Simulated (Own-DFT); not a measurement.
# Which defects push the lattice out? zincblende GaAs

Everything here is calculated. The program is Own-DFT (plane waves, in-house, since retired, never reviewed by a person); positions were held fixed, and spin and spin-orbit coupling were off.

Common settings: PBE; PseudoDojo norm-conserving scalar-relativistic files; cutoff 42 hartree; 3 x 3 x 3 k mesh centred on Gamma; Fermi-Dirac smearing of 0.1 eV.

Caveats (not all hold for every row): not probed for a lower state with spin; forces on such cells failed a check on a denser k mesh; forces not confirmed at this smearing and k mesh; stress not checked against mesh or cutoff.

All runs share one cell, with vectors in Å (11.307, 0.000, 0.000); (0.000, 11.307, 0.000); (0.000, 0.000, 11.307) and a volume of 1445.4 Å³. u is the rms random offset of the atoms per axis. The defect's site can differ from row to row.

| cell | formula | u (Å) | P (GPa) |
|---|---|---|---|
| no defect | As32Ga32 | 0.0188 | 3.52 |
| no defect | As32Ga32 | 0.0206 | 3.50 |
| no defect | As32Ga32 | 0.0527 | 3.99 |
| two As on a Ga site each | As34Ga30 | 0.0271 | ? |
| two As on a Ga site each | As34Ga30 | 0.0284 | 4.76 |
| two As on a Ga site each | As34Ga30 | 0.0309 | 4.83 |
| two As on a Ga site each | As34Ga30 | 0.0329 | 4.82 |
| one P on an As site | As31Ga32P | 0.0283 | 3.34 |
| one P on an As site | As31Ga32P | 0.0294 | 3.34 |
| one P on an As site | As31Ga32P | 0.0299 | 3.36 |
| two Ga vacancies | As32Ga30 | 0.0302 | 2.94 |
| two Ga vacancies | As32Ga30 | 0.0309 | 3.00 |
| two Ga vacancies | As32Ga30 | 0.0309 | 2.90 |
| one As on a Ga site and one Ga on an As site | As32Ga32 | 0.0305 | 3.90 |
| one As on a Ga site and one Ga on an As site | As32Ga32 | 0.0467 | 4.28 |
| one As on a Ga site and one Ga on an As site | As32Ga32 | 0.0501 | 4.24 |

## Worked fit

P = P0 + c u² + a shift for each defect gives P0 = 3.42 GPa, c = 211 ± 18 GPa/Å² and a scatter of 0.04 GPa. The shifts, and each times the cell's volume:

- two As on a Ga site each: 1.18 ± 0.03 GPa, 10.7 eV (5.3 eV for each of its 2 sites)
- one As on a Ga site and one Ga on an As site: 0.32 ± 0.04 GPa, 2.9 eV
- one P on an As site: -0.25 ± 0.03 GPa, -2.3 eV
- two Ga vacancies: -0.67 ± 0.03 GPa, -6.1 eV (-3.0 eV for each of its 2 sites)

A positive shift means that the defect pushes the cell outwards. Shift times volume (160.2 GPa Å³ is 1 eV) depends little on the cell's size, so, taken for each site, it can be compared between cells at like pressure. The atoms around the defects weren't relaxed, which would change these numbers.

## The run left out

Q: what pressure belongs in the blank (two As on a Ga site each, u = 0.0271 Å)?

Estimate: 4.76 ± 0.05 GPa. Computed: 4.80 GPa.
